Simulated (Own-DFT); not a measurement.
# Computed records: Si2SnGe5 (diamond-structure random alloy, strained, atoms displaced)

All values are calculated (Own-DFT development build). A calculation, not a measurement: plane-wave density functional theory by an unreviewed code, no spin, of a simulated periodic cell, stress positive in tension, run twice, with PBE and with PBEsol, both on files made for PBE, so the change isn't that of files made for PBEsol, forces on such cells moved up to 12 meV/angstrom on a denser k mesh; the far tail of each file's local potential was reset to the Coulomb form; each entry is a single point on an unrelaxed cell, so the pressure reflects the starting lattice, mostly measured values (interpolated for alloys), from which strain is counted, and rises with the displacements; printed positions are rounded, which can move forces by about a meV/angstrom; the program, named Own-DFT, is a retired in-house code; no spin-orbit coupling; stress was not checked against mesh or cutoff.

```xyz
64
Lattice="11.6385 0.0000 0.0000 0.0000 11.6385 0.0000 0.0000 0.0000 11.4103" Properties=species:S:1:pos:R:3:PBE_force_x:R:1:PBE_force_y:R:1:PBE_force_z:R:1:PBEsol_force_x:R:1:PBEsol_force_y:R:1:PBEsol_force_z:R:1 formula=Si2SnGe5 functional=PBE,then_PBEsol potential_files=PseudoDojo_norm-conserving,scalar-relativistic,standard_set wave_cutoff=49 occupations=Fermi-Dirac smearing_width=0.1 k_mesh=3_x_3_x_3_centred_on_Gamma PBE_pressure=1.82 PBE_stress_xx=-1.38 PBE_stress_yy=-1.48 PBE_stress_zz=-2.61 PBE_stress_yz=-0.42 PBE_stress_xz=0.78 PBE_stress_xy=0.22 PBEsol_pressure=-0.61 PBEsol_stress_xx=1.05 PBEsol_stress_yy=0.96 PBEsol_stress_zz=-0.17 PBEsol_stress_yz=-0.4 PBEsol_stress_xz=0.75 PBEsol_stress_xy=0.23 rms_change_of_force_components_from_PBE_to_PBEsol=0.047
Ge    11.6373    11.5788     0.0269      0.516      0.565     -1.142      0.486      0.548     -1.094
Sn    11.5937     2.8740     2.9078      0.338     -0.773      -0.05      0.369     -0.697     -0.099
Si     2.8839    11.6205     2.8745      0.095      0.482     -0.204      0.091      0.472     -0.197
Si     2.9634     2.8626    11.3336      -0.07      0.346      0.654     -0.115      0.381      0.677
Ge     1.3877     1.4185     1.3895      1.745     -0.492     -0.315      1.628     -0.488     -0.302
Ge     1.3841     4.3451     4.2776      2.075       1.05      0.674      1.977       0.99      0.677
Ge     4.3579     1.5344     4.2338     -0.943     -2.109      0.506     -0.889     -2.006      0.517
Ge     4.4724     4.3908     1.3907     -1.899      0.691     -0.881     -1.783      0.678     -0.846
Ge     0.0151    11.5178     5.6193     -0.907      1.519      1.055     -0.839      1.438      0.993
Ge     0.0884     2.8790     8.6006     -0.195      -0.11     -0.478     -0.222      -0.08     -0.435
Ge     2.9345    11.6186     8.4766     -0.157       0.99      0.919     -0.142      0.888      0.887
Ge     2.9383     2.8539     5.6698     -1.605     -0.383      0.078     -1.521     -0.347      0.047
Si     1.4457     1.4180     7.1111      0.041     -0.187     -0.444      0.043     -0.183     -0.434
Ge     1.5043     4.3723    10.0020      0.131     -0.261      0.172      0.097     -0.215      0.135
Si     4.4070     1.5453     9.9681      0.074     -0.975     -0.134      0.076     -1.031     -0.135
Sn     4.3295     4.3452     7.1787     -0.591     -0.826      0.252     -0.612     -0.759      0.207
Ge     0.0247     5.8201    11.3902     -0.553     -1.087     -0.334     -0.542     -1.056     -0.325
Si     0.0372     8.8272     2.9328       -1.3     -0.183      0.029     -1.242     -0.145      0.006
Si     2.9274     5.7646     2.8257      0.899      -0.18      1.002      0.862     -0.207      0.954
Ge     2.9646     8.6206    11.3841      0.265      2.328      0.205      0.256      2.244      0.181
Sn     1.4570     7.2896     1.4388     -0.296      0.004      1.051     -0.283      0.001      0.932
Ge     1.4905    10.1810     4.3234      0.576     -0.348     -0.607      0.545     -0.324     -0.518
Si     4.4110     7.3739     4.2518     -1.679     -0.973      0.266     -1.615      -0.92      0.278
Ge     4.3741    10.2252     1.4742     -0.077     -0.789      0.128     -0.035     -0.795      0.087
Ge     0.0371     5.7975     5.7227     -0.433      0.733       0.36     -0.419      0.641      0.343
Sn     0.0374     8.6794     8.5012     -2.007      1.246       1.89     -1.962      1.235      1.926
Ge     2.9293     5.8336     8.5983     -1.186      1.203      0.593     -1.126      1.135      0.605
Ge     2.9061     8.7610     5.8243      0.057     -0.799      -0.58      0.063     -0.709     -0.555
Si     1.4156     7.3273     7.2437      2.372     -2.629     -2.498      2.338     -2.579     -2.447
Ge     1.5252    10.1488     9.9962      0.492      0.648      0.442      0.476       0.62      0.425
Ge     4.3420     7.3257    10.0268      0.914     -0.772     -0.848      0.879     -0.741     -0.809
Ge     4.3704    10.1507     7.2060      0.781      0.429     -0.806       0.73      0.404     -0.773
Ge     5.8704    11.5670     0.0131     -0.824      0.703     -0.552     -0.763      0.662     -0.505
Sn     5.8491     2.9260     2.8491     -0.132     -0.707     -1.054     -0.129     -0.683     -1.018
Ge     8.7952     0.0174     2.8621     -0.498      0.054     -0.427      -0.51      0.019      -0.45
Ge     8.6107     2.9284    11.3597       1.12      0.465     -0.066       1.11      0.402     -0.031
Ge     7.2488     1.4441     1.3463      0.914     -0.869      0.109      0.884     -0.838      0.102
Ge     7.2357     4.2912     4.2693      3.099      0.706      0.528      2.966      0.661      0.532
Si    10.1126     1.4677     4.2683     -0.131      -1.59      1.144     -0.135     -1.559      1.121
Ge    10.3089     4.3357     1.4416     -2.451      1.405     -1.209     -2.344      1.349     -1.186
Ge     5.8831    11.6350     5.6048      -0.44      0.457      1.067     -0.435       0.42      1.009
Si     5.7987     2.9646     8.6031      1.392     -0.766      0.968      1.337     -0.712      0.913
Sn     8.6670    11.6205     8.4566      0.515      0.827      0.263      0.499      0.796      0.339
Ge     8.7378     2.7753     5.7399     -0.223       0.78     -0.343     -0.211      0.814     -0.329
Si     7.2720     1.5580     7.1663     -1.655      0.205     -0.682     -1.581      0.176     -0.708
Si     7.2701     4.4693     9.9737     -0.706     -0.464     -0.036     -0.657     -0.413     -0.004
Ge    10.2019     1.4406     9.9683       0.21      0.475       0.63      0.208      0.461      0.611
Ge    10.1838     4.2747     7.1122      0.087      0.485      0.428      0.091      0.466      0.405
Ge     5.8551     5.9485     0.0406     -0.556     -1.319     -1.229     -0.556     -1.245     -1.154
Ge     5.8512     8.5742     2.8809      0.123      1.658     -0.345      0.163      1.632     -0.378
Si     8.7375     5.7899     2.8913      0.302     -0.028     -0.244       0.26     -0.066     -0.271
Sn     8.7840     8.6755     0.0225     -0.867      0.741      0.111     -0.843      0.717      0.099
Ge     7.2520     7.2383     1.3838      0.559     -0.543      2.031      0.493     -0.503      1.939
Ge     7.3629    10.1388     4.3152     -0.705      0.336     -1.212     -0.676      0.324     -1.161
Si    10.1514     7.2720     4.3129      0.479     -0.024     -0.651      0.468     -0.014     -0.579
Ge    10.1949    10.2526     1.3279      0.807     -0.092      2.394      0.769     -0.054      2.293
Sn     5.8718     5.7923     5.7031      0.191      1.779     -0.655      0.185      1.649     -0.642
Ge     5.8310     8.7027     8.5655      0.319     -0.072      0.061      0.271     -0.037      0.088
Ge     8.6563     5.8693     8.5608      0.402     -0.498     -0.359      0.445     -0.474     -0.328
Ge     8.7263     8.7402     5.6400      0.963     -0.481      1.542      0.892     -0.423      1.467
Si     7.3005     7.3133     7.1279      0.462      0.692      0.353      0.454      0.681      0.349
Ge     7.3149    10.1953     9.9680     -1.476     -0.789      0.299     -1.437     -0.763      0.293
Ge    10.1331     7.1739    10.0754      1.015     -1.105     -1.568      0.984     -1.074     -1.513
Si    10.1958    10.2154     7.1673      0.235      -0.78     -2.249      0.231     -0.762      -2.21
```

Units: wave_cutoff in hartree; smearing_width in eV; PBE_pressure, PBE_stress_xx, PBE_stress_yy, PBE_stress_zz, PBE_stress_yz, PBE_stress_xz, PBE_stress_xy, PBEsol_pressure, PBEsol_stress_xx, PBEsol_stress_yy, PBEsol_stress_zz, PBEsol_stress_yz, PBEsol_stress_xz, PBEsol_stress_xy in GPa; rms_change_of_force_components_from_PBE_to_PBEsol, PBE_force_x, PBE_force_y, PBE_force_z, PBEsol_force_x, PBEsol_force_y, PBEsol_force_z in eV/Å.
